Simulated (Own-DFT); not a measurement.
# How much smaller does PBEsol make it? C11b WSi2, 30 atoms (Si20W10)

Everything here is calculated. The program is Own-DFT (plane waves, in-house, since retired, never reviewed by a person); positions were held fixed, and spin and spin-orbit coupling were off.

Limits: forces on such cells failed a check on a denser k mesh; stress not checked against mesh or cutoff.

Each geometry was run with PBE and with PBEsol, otherwise alike: PseudoDojo norm-conserving scalar-relativistic files made for PBE; cutoff 50 hartree; 5 x 5 x 5 k mesh centred on Gamma; cold (Marzari-Vanderbilt) smearing of 0.2 eV. Unstrained cell vectors in Å: (-2.148, -5.953, 3.409); (-6.444, 2.976, 1.136); (-2.553, -2.948, -6.757). Each has a uniform strain, of which the change of volume is shown, and random moves of rms u per axis.

```
run,volume change (%),u (Å),P with PBE (GPa),P with PBEsol (GPa)
1,0.15,0.0379,6.03,1.96
2,-3.12,0.0555,16.11,11.85
3,0.55,0.0445,4.51,0.43
4,-1.91,0.0451,10.97,6.79
5,0.08,0.0465,6.79,2.69
6,-0.95,0.0477,8.39,4.27
7,-1.40,0.0542,10.67,6.51
8,-0.98,0.0467,8.29,4.16
9,-3.85,0.0503,15.97,11.67
10,-2.79,0.0530,15.03,10.79
11,0.30,0.0438,5.05,?
```

Q: by how much does PBEsol shrink this cell, and what belongs in the blank?

## Working it out

Write v for the change of volume as a fraction. Fitted to v and u², the PBE pressure has a slope of -249 ± 22 GPa in v, with the ions held to the strained lattice. The difference PBEsol less PBE is -4.09 + 5.3 v GPa (slope ± 0.3) and averages -4.17 GPa. Divided by the mean slope of the two, 246 GPa, that makes PBEsol's volume at a given pressure, near 8 GPa, about 1.7 % smaller, or 0.56 % in lengths. At one volume PBEsol's slope is the smaller by 5 GPa, but its pressure there is lower too. If stiffness rises by about 4 GPa for each GPa, PBEsol at equal pressure is stiffer by about 11 GPa. Files made for PBEsol would give a different shift.

For run 11 the line gives 0.98 GPa. The run itself gave 0.97 GPa.
